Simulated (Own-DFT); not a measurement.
# Device materials side by side: how hard are they to compress?

No measurement is shown. These are fixed-geometry runs of a retired plane-wave code named Own-DFT, which no person has reviewed; spin and spin-orbit coupling are neglected.

Keep in mind (not all hold for every row): forces on such cells moved up to 12 meV/angstrom on a denser k mesh; forces not confirmed at this smearing and k mesh; k mesh not checked against a denser one; forces on such cells passed a denser k mesh, each cell not checked; stress not checked against mesh or cutoff.

All runs are PBE with PseudoDojo norm-conserving files; cutoff and k mesh are each material's own. Every cell starts from measured lattice constants and was given uniform random strains and small random moves of its atoms. Each triple is the change of volume in per cent, the rms move u in Å and the pressure in GPa.

- 3C SiC (C32Si32), 10.36 Å³/atom unstrained: (-3.28, 0.053, 14.24); (-1.34, 0.049, 9.07); (0.64, 0.054, 4.26); (1.44, 0.051, 2.40); (2.07, 0.051, 0.90); (2.08, 0.053, 1.60); (2.15, 0.049, 1.34)
- wurtzite AlN (Al36N36), 10.45 Å³/atom unstrained: withheld
- wurtzite GaN (Ga48N48), 11.42 Å³/atom unstrained: (-3.36, 0.050, 14.87); (-1.87, 0.055, 11.38); (-0.14, 0.051, 7.48); (0.20, 0.051, 7.01); (0.39, 0.049, 6.43); (0.69, 0.050, 5.60); (2.83, 0.052, 2.17)
- diamond silicon (Si64), 20.02 Å³/atom unstrained: (-2.60, 0.050, 5.18); (-1.74, 0.048, 4.53); (-1.60, 0.053, 4.63); (-0.77, 0.056, 3.89); (0.74, 0.050, 1.85); (1.28, 0.047, 1.24); (2.08, 0.051, 0.95)
- zincblende GaP (Ga32P32), 20.24 Å³/atom unstrained: (-2.29, 0.052, 5.74); (-2.00, 0.052, 5.30); (-0.77, 0.050, 4.28); (0.13, 0.047, 3.09); (0.59, 0.049, 2.95); (2.22, 0.050, 1.46); (3.58, 0.051, 0.50)
- zincblende InP (In48P48), 25.27 Å³/atom unstrained: (-2.94, 0.050, 6.18); (-0.13, 0.050, 3.90); (0.52, 0.049, 3.15); (0.65, 0.050, 3.20); (0.77, 0.049, 3.24); (3.10, 0.049, 1.58); (3.66, 0.052, 1.25)
- grey tin (Sn64), 34.15 Å³/atom unstrained: (-3.34, 0.051, 5.64); (-2.92, 0.050, 5.33); (-2.51, 0.049, 5.10); (-0.18, 0.049, 3.75); (0.89, 0.049, 3.35); (1.02, 0.049, 3.14); (1.83, 0.050, 2.91)

## What the rows give

Fit a line to each set against the fractional change of volume; B is minus its slope, and u is nearly the same within a set. To take it to zero pressure, assume that B rises by 4 GPa for each GPa: B0 = B - 4 x (mean pressure). The bond length of an ideal tetrahedral crystal with the unstrained volume v is d = (√3/4)(8 v)^(1/3). Cohen's empirical rule reads B0 = (1971 - 220 L) d^(-3.5) GPa, with L = 0 for group IV crystals and SiC and 1 for III-V compounds.

| material | L | d (Å) | B (GPa) | mean P (GPa) | B0 (GPa) | rule (GPa) |
|---|---|---|---|---|---|---|
| 3C SiC (C32Si32) | 0 | 1.888 | 239 ± 8 | 4.8 | 220 ± 8 | 213 |
| wurtzite AlN (Al36N36) | 1 | 1.893 | ? | ? | ? | 188 |
| wurtzite GaN (Ga48N48) | 1 | 1.950 | 209 ± 8 | 7.8 | 177 ± 8 | 169 |
| diamond silicon (Si64) | 0 | 2.352 | 100 ± 6 | 3.2 | 87 ± 6 | 99 |
| zincblende GaP (Ga32P32) | 1 | 2.360 | 89 ± 4 | 3.3 | 76 ± 4 | 87 |
| zincblende InP (In48P48) | 1 | 2.541 | 74 ± 3 | 3.2 | 61 ± 3 | 67 |
| grey tin (Sn64) | 0 | 2.810 | 54 ± 2 | 4.2 | 37 ± 2 | 53 |

A line through ln[B0/(1971 - 220 L)] against ln d has a slope of -4.4 ± 0.2 and a scatter of 7 %. Against the rule, B0 stands at 103 % for 3C SiC, 105 % for wurtzite GaN, 89 % for diamond silicon, 88 % for zincblende GaP, 92 % for zincblende InP, 70 % for grey tin. PBE tends to make silicon and heavier crystals too soft, and the rule itself is only a guide.

## Prediction

The question: what B0 does the fitted trend give for wurtzite AlN (Al36N36)?

Estimate: 200 GPa. Its own runs give B = 212 ± 5 GPa at a mean pressure of 5.7 GPa, so B0 = 189 GPa.
